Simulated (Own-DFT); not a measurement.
# Which defects push the lattice out? wurtzite GaN

The numbers are computed, not measured, by runs of the plane-wave DFT program Own-DFT (in-house, retired, unreviewed) at fixed positions, with no spin and no spin-orbit coupling.

Settings: PBE; PseudoDojo norm-conserving scalar-relativistic files; cutoff 42 hartree; 4 x 4 x 3 k mesh centred on Gamma; Fermi-Dirac smearing of 0.1 eV.

Known weak points (not all hold for every row): not probed for a lower state with spin; forces not confirmed at this smearing and k mesh; stress not checked against mesh or cutoff.

All runs share one cell, with vectors in Å (9.567, 0.000, 0.000); (-4.784, 8.285, 0.000); (0.000, 0.000, 10.370) and a volume of 822.0 Å³. Atoms were moved at random from their sites; u is the rms move along one axis. The defect's site can differ from row to row.

| cell | formula | u (Å) | P (GPa) |
|---|---|---|---|
| no defect | Ga36N36 | 0.0205 | 5.93 |
| no defect | Ga36N36 | 0.0472 | 7.43 |
| no defect | Ga36N36 | 0.0491 | 7.70 |
| one Ga on an N site | Ga37N35 | 0.0291 | 12.15 |
| one Ga on an N site | Ga37N35 | 0.0311 | 12.31 |
| one Ga on an N site | Ga37N35 | 0.0524 | 13.69 |
| one N on a Ga site | Ga35N37 | 0.0286 | 5.36 |
| one N on a Ga site | Ga35N37 | 0.0298 | 5.58 |
| one N on a Ga site | Ga35N37 | 0.0455 | ? |
| one N on a Ga site | Ga35N37 | 0.0515 | 6.91 |

## Analysis

P = P0 + c u² + a shift for each defect gives P0 = 5.63 GPa, c = 820 ± 29 GPa/Å² and a scatter of 0.08 GPa. The shifts, and each times the cell's volume:

- one Ga on an N site: 5.83 ± 0.06 GPa, 29.9 eV
- one N on a Ga site: -0.88 ± 0.06 GPa, -4.5 eV

Positive is outwards. The product with the volume (160.2 GPa Å³ to the eV) is nearly free of the cell's size; divided by the bulk modulus at the cell's pressure it gives the volume that the defect adds. The atoms around the defects weren't relaxed, which would change these numbers.

## Test on the hidden row

The question: what pressure belongs in the blank (one N on a Ga site, u = 0.0455 Å)?

The fit gives 6.45 ± 0.09 GPa. The hidden result is 6.14 GPa. That is outside the usual scatter, by luck or through something left out of the fit.
